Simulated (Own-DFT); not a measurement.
# One host, several defects: D0_22 TiAl3

Everything here is calculated. The program is Own-DFT (plane waves, in-house, since retired, never reviewed by a person); positions were held fixed, and spin and spin-orbit coupling were off.

Common settings: PBE; PseudoDojo norm-conserving scalar-relativistic files; cutoff 42 hartree; 4 x 4 x 4 k mesh centred on Gamma; cold (Marzari-Vanderbilt) smearing of 0.2 eV.

Limits: forces on such cells failed a check on a denser k mesh; stress not checked against mesh or cutoff.

All runs share one cell, with vectors in Å (-2.365, -6.981, 4.326); (-7.667, 3.491, 1.442); (-2.950, -3.488, -7.241) and a volume of 625.4 Å³. u is the rms random offset of the atoms per axis. The defect's site can differ from row to row.

| cell | formula | u (Å) | P (GPa) |
|---|---|---|---|
| no defect | Al30Ti10 | 0.0198 | 1.99 |
| no defect | Al30Ti10 | 0.0469 | 2.57 |
| no defect | Al30Ti10 | 0.0489 | 2.56 |
| two Ti on an Al site each | Al28Ti12 | 0.0314 | 3.30 |
| two Ti on an Al site each | Al28Ti12 | 0.0322 | 3.43 |
| two Ti on an Al site each | Al28Ti12 | 0.0469 | 3.66 |
| two Ti on an Al site each | Al28Ti12 | 0.0529 | ? |
| two Al on a Ti site each | Al32Ti8 | 0.0298 | 2.96 |
| two Al on a Ti site each | Al32Ti8 | 0.0317 | 2.96 |
| two Al on a Ti site each | Al32Ti8 | 0.0538 | 3.41 |
| two Al vacancies | Al28Ti10 | 0.0288 | 1.17 |
| two Al vacancies | Al28Ti10 | 0.0298 | 1.28 |
| two Al vacancies | Al28Ti10 | 0.0532 | 1.67 |
| one Ti vacancy | Al30Ti9 | 0.0286 | 1.85 |
| one Ti vacancy | Al30Ti9 | 0.0291 | 1.83 |
| one Ti vacancy | Al30Ti9 | 0.0491 | 2.49 |

## What the rows give

P = P0 + c u² + a shift for each defect gives P0 = 1.91 GPa, c = 278 ± 25 GPa/Å² and a scatter of 0.08 GPa. The shifts, and each times the cell's volume:

- two Ti on an Al site each: 1.16 ± 0.07 GPa, 4.5 eV (2.3 eV for each of its 2 sites)
- two Al on a Ti site each: 0.75 ± 0.07 GPa, 2.9 eV (1.5 eV for each of its 2 sites)
- one Ti vacancy: -0.23 ± 0.07 GPa, -0.9 eV
- two Al vacancies: -0.96 ± 0.07 GPa, -3.7 eV (-1.9 eV for each of its 2 sites)

Positive is outwards. The product with the volume (160.2 GPa Å³ to the eV) is nearly free of the cell's size; divided by the bulk modulus at the cell's pressure it gives the volume that the defect adds. The atoms around the defects weren't relaxed, which would change these numbers.

## Test on the hidden row

Asked: what pressure belongs in the blank (two Ti on an Al site each, u = 0.0529 Å)?

Estimate: 3.85 ± 0.10 GPa. DFT gave 3.82 GPa.
